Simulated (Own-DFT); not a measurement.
# What a defect does to the pressure of its cell: D0_22 TiAl3

The numbers are computed, not measured, by runs of the plane-wave DFT program Own-DFT (in-house, retired, unreviewed) at fixed positions, with no spin and no spin-orbit coupling.

All runs used: PBE; PseudoDojo norm-conserving scalar-relativistic files; cutoff 42 hartree; 4 x 4 x 4 k mesh centred on Gamma; cold (Marzari-Vanderbilt) smearing of 0.2 eV.

Limits: forces on such cells failed a check on a denser k mesh; stress not checked against mesh or cutoff.

All runs share one cell, with vectors in Å (-2.365, -6.981, 4.326); (-7.667, 3.491, 1.442); (-2.950, -3.488, -7.241) and a volume of 625.4 Å³. The atoms are randomly displaced, by u rms on each axis. The defect's site can differ from row to row.

```
cell,formula,u (Å),P (GPa)
no defect,Al30Ti10,0.0199,1.98
no defect,Al30Ti10,0.0463,2.52
no defect,Al30Ti10,0.0524,2.73
two Al vacancies,Al28Ti10,0.0276,1.19
two Al vacancies,Al28Ti10,0.0293,?
two Al vacancies,Al28Ti10,0.0478,1.37
two Al vacancies,Al28Ti10,0.0499,1.62
two Al on a Ti site each,Al32Ti8,0.0294,2.83
two Al on a Ti site each,Al32Ti8,0.0485,3.34
two Al on a Ti site each,Al32Ti8,0.0491,3.47
two Ti on an Al site each,Al28Ti12,0.0285,3.33
two Ti on an Al site each,Al28Ti12,0.0508,3.67
two Ti on an Al site each,Al28Ti12,0.0518,3.95
```

## What the rows give

P = P0 + c u² + a shift for each defect gives P0 = 1.90 GPa, c = 291 ± 39 GPa/Å² and a scatter of 0.11 GPa. The shifts, and each times the cell's volume:

- two Ti on an Al site each: 1.16 ± 0.09 GPa, 4.5 eV (2.3 eV for each of its 2 sites)
- two Al on a Ti site each: 0.77 ± 0.09 GPa, 3.0 eV (1.5 eV for each of its 2 sites)
- two Al vacancies: -1.04 ± 0.09 GPa, -4.1 eV (-2.0 eV for each of its 2 sites)

Against the defect-free cell, a freed cell would be larger where the shift is positive and smaller where it is negative (160.2 GPa Å³ is 1 eV). The atoms around the defects weren't relaxed, which would change these numbers.

## Check

Q: what pressure belongs in the blank (two Al vacancies, u = 0.0293 Å)?

The fit gives 1.10 ± 0.14 GPa. DFT gave 1.22 GPa.
